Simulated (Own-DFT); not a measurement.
# Response to strain: wurtzite AlN, 128 atoms (Al64N64)

Calculated results; nothing here was measured. The program, named Own-DFT, is a retired in-house plane-wave density functional code that no person has reviewed. Each row is one single-point run on a periodic cell that was not relaxed, without spin or spin-orbit coupling.

Settings of every run: PBE; PseudoDojo norm-conserving scalar-relativistic files; cutoff 42 hartree; 3 x 3 x 3 k mesh centred on Gamma; Gaussian smearing of 0.01 eV.

Known limits: k mesh not checked against a denser one; stress not checked against mesh or cutoff.

Unstrained cell vectors in Å: (12.448, 0.000, 0.000); (-6.224, 10.780, 0.000); (0.000, 0.000, 9.964). The unstrained cell has measured lattice constants (interpolated for alloys), not those of this functional. That, the random moves and any unrelaxed bonds set the pressure at no strain. Each run strains this cell uniformly, with the atoms carried along. Every atom was also moved at random, by a Gaussian of width 0.05 Å on each axis. Strain is the symmetric tensor, in per cent. Stress is positive in tension, and the pressure is minus a third of its trace.

```
run,e_xx (%),e_yy (%),e_zz (%),e_yz (%),e_xz (%),e_xy (%),s_xx (GPa),s_yy (GPa),s_zz (GPa),s_yz (GPa),s_xz (GPa),s_xy (GPa),P (GPa),E (meV/atom)
1,0.65,1.34,-0.73,-0.30,-1.37,-0.58,-2.23,1.25,-7.68,-0.61,-3.52,-1.00,2.89,0.0
2,-0.76,0.79,-1.28,-1.20,1.99,0.50,-10.14,-3.01,-12.10,-3.26,4.92,2.03,8.42,10.6
3,0.58,-0.64,-0.48,-0.57,1.41,0.88,-4.20,-8.36,-8.06,-1.65,3.23,3.68,6.87,3.9
4,-1.52,1.95,-1.65,1.21,-0.66,0.41,-12.30,0.67,-14.07,3.54,-2.27,2.70,8.57,19.2
5,-0.32,1.03,-0.96,0.50,1.20,-0.24,-5.87,-3.36,-9.87,1.56,2.83,-1.34,6.37,12.5
6,0.63,0.92,1.89,0.59,1.45,1.99,-0.76,-0.50,3.28,1.74,3.52,6.02,-0.67,8.0
7,0.31,-1.81,0.30,-0.46,-0.80,-1.62,-6.15,-15.46,-3.27,-0.48,-2.29,-5.38,8.29,4.5
8,0.52,0.20,0.20,1.02,0.30,1.14,-3.73,-3.21,-4.64,2.42,0.39,3.77,3.86,3.7
9,1.31,-0.84,0.33,1.47,-1.79,-0.08,-0.32,-10.49,-2.87,4.92,-4.32,0.47,4.56,18.2
10,0.49,-1.64,-0.02,-1.09,-0.13,-1.78,-4.05,-14.94,-6.88,-2.21,0.02,-6.18,8.62,13.7
11,-1.68,-1.71,-0.67,0.29,0.60,-1.02,-17.55,-16.70,-10.57,0.70,1.20,-2.83,14.94,18.5
12,1.68,1.81,-0.14,0.04,-0.16,0.82,2.89,3.82,-4.51,-0.12,-0.68,2.86,-0.74,3.5
13,1.88,1.02,-0.27,-0.12,1.94,-0.43,2.62,1.19,-5.25,-0.54,5.11,-1.09,0.48,4.5
14,1.53,-1.46,-1.90,1.74,1.16,0.94,-0.81,-14.60,-15.79,4.97,3.46,3.54,10.40,36.1
15,1.09,1.34,1.93,1.85,-0.45,-1.28,2.68,2.19,2.60,4.26,-1.62,-4.31,-2.49,5.5
16,-0.05,1.81,0.30,-1.34,1.13,-0.03,?,?,?,?,?,?,?,?
```

E is the free energy for each atom above the lowest run shown.

## Worked fit

Each stress component was fitted by least squares to a constant and the strains of the runs shown, as fractions, with shears doubled. Shear strains stay in the fit of a normal stress only where such slopes are resolved. The slopes, in GPa:

| stress | at no strain | per e_xx | per e_yy | per e_zz | scatter |
|---|---|---|---|---|---|
| s_xx | -6.0 | 480 ± 23 | 94 ± 17 | 73 ± 23 | 0.89 |
| s_yy | -6.4 | 83 ± 26 | 516 ± 20 | 60 ± 26 | 1.00 |
| s_zz | -5.9 | 57 ± 25 | 30 ± 19 | 463 ± 25 | 0.96 |

Each shear stress against twice its own strain: yz 129 ± 6, xz 128 ± 3, xy 170 ± 8 GPa. These are stiffnesses along x, y and z of the frame in which the cell vectors are given, which need not be the crystal's axes. The atoms are held to the strained lattice; where symmetry lets them move under strain, relaxing them would lower some slopes. The table should be nearly symmetric about its diagonal, and what it lacks of that shows the noise. A ninth of its sum, 206 ± 4 GPa, estimates the bulk modulus near the mean pressure of these runs, 5.4 GPa, so it lies above the value at zero pressure.

## Withheld run

Question: what normal stresses and pressure should run 16 give?

The fit gives s_xx = -4.3, s_yy = 3.0, s_zz = -4.0 and P = 1.8 GPa. The calculation gave -3.74, 3.23, -3.42 and P = 1.31 GPa.
